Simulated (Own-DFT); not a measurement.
# A layer strained by its substrate: wurtzite GaN, 72 atoms (Ga36N36)

No measurement is shown. These are fixed-geometry runs of a retired plane-wave code named Own-DFT, which no person has reviewed; spin and spin-orbit coupling are neglected.

All runs used: PBE; PseudoDojo norm-conserving scalar-relativistic files; cutoff 42 hartree; 4 x 4 x 3 k mesh centred on Gamma; Fermi-Dirac smearing of 0.1 eV.

Known weak points: forces not confirmed at this smearing and k mesh; stress not checked against mesh or cutoff.

Unstrained cell vectors in Å: (9.567, 0.000, 0.000); (-4.784, 8.285, 0.000); (0.000, 0.000, 10.370). The unstrained cell has measured lattice constants (interpolated for alloys), not those of this functional. That, the random moves and any unrelaxed bonds set the pressure at no strain. Each run strains x and y alike by e, as a substrate would, and holds the height along z. Each atom got a random Gaussian move of width 0.05 Å along each axis. Stress is positive in tension.

| e (%) | u (Å) | (s_xx + s_yy)/2 (GPa) | s_zz (GPa) |
|---|---|---|---|
| -3.00 | 0.049 | -28.31 | -9.81 |
| -2.75 | 0.054 | -24.57 | -13.67 |
| -2.25 | 0.048 | -21.58 | -10.25 |
| -1.75 | 0.052 | -18.48 | -10.59 |
| -1.25 | 0.051 | -13.51 | -11.50 |
| -0.50 | 0.051 | -10.76 | -8.53 |
| 0.50 | 0.049 | -4.21 | -8.65 |
| 1.00 | 0.049 | ? | ? |
| 1.75 | 0.049 | 0.70 | -4.62 |
| 3.00 | 0.052 | 5.74 | -4.34 |

## Analysis

With e as a fraction, the in-plane stress is -7.1 + 549 e - 4273 e² GPa (errors 14 and 828, scatter 0.82), and s_zz is -8.2 + 130 e GPa (slope ± 25, scatter 1.48). At e = 0 the first slope is C11 + C12 and the second 2 C13, both with the ions held to the strained lattice and at the cell's own pressure. The term in e² is negative: the layer stiffens under compression and softens under tension. A free layer would change its height as e changes, and the in-plane slope would drop by 2 C13²/C33 to the biaxial modulus. At fixed height, a misfit of 1 % moves the in-plane stress by about 5.5 GPa and s_zz by 1.3 GPa.

## Withheld run

Question: what are the two stresses at e = 1.00 %?

The fit gives -2.1 and -6.9 GPa. Computed: -2.15 and -5.57 GPa.
